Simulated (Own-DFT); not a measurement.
# Biaxial strain at fixed height in wurtzite AlGaN with randomly placed atoms, 72 atoms (Al9Ga27N36)

Everything here is calculated. The program is Own-DFT (plane waves, in-house, since retired, never reviewed by a person); positions were held fixed, and spin and spin-orbit coupling were off.

Method: PBE; PseudoDojo norm-conserving scalar-relativistic files; cutoff 42 hartree; 4 x 4 x 3 k mesh centred on Gamma; Fermi-Dirac smearing of 0.1 eV.

Known weak points: forces on such cells passed a denser k mesh, each cell not checked; stress not checked against mesh or cutoff.

Unstrained cell vectors in Å: (9.509, 0.000, 0.000); (-4.755, 8.235, 0.000); (0.000, 0.000, 10.268). The unstrained cell has measured lattice constants (interpolated for alloys), not those of this functional. That, the random moves and any unrelaxed bonds set the pressure at no strain. Each run strains x and y alike by e, as a substrate would, and holds the height along z. Random moves of width 0.05 Å per axis were added to every atom. The random placing of the alloy's atoms differs from row to row. Stress is positive in tension.

| e (%) | u (Å) | (s_xx + s_yy)/2 (GPa) | s_zz (GPa) |
|---|---|---|---|
| -2.75 | 0.045 | -24.35 | -12.04 |
| -2.25 | 0.050 | -18.35 | -14.43 |
| -1.25 | 0.051 | -14.59 | -9.59 |
| -0.25 | 0.048 | -7.36 | -11.20 |
| 0.50 | 0.051 | -3.39 | -8.86 |
| 1.00 | 0.046 | -1.82 | -5.92 |
| 1.50 | 0.050 | 0.02 | -5.89 |
| 1.75 | 0.047 | ? | ? |
| 2.25 | 0.053 | 3.53 | -4.63 |
| 3.00 | 0.057 | 5.93 | -2.88 |

## Fit

With e as a fraction, the in-plane stress is -6.4 + 519 e - 3671 e² GPa (errors 17 and 1024, scatter 0.95), and s_zz is -8.7 + 180 e GPa (slope ± 25, scatter 1.40). At e = 0 the first slope is C11 + C12 and the second 2 C13, both with the ions held to the strained lattice and at the cell's own pressure. The term in e² is negative: the layer stiffens under compression and softens under tension. A free layer would change its height as e changes, and the in-plane slope would drop by 2 C13²/C33 to the biaxial modulus. At fixed height, a misfit of 1 % moves the in-plane stress by about 5.2 GPa and s_zz by 1.8 GPa.

## The run left out

Q: what are the two stresses at e = 1.75 %?

The fit gives 1.5 and -5.6 GPa. Computed: 1.62 and -4.90 GPa.
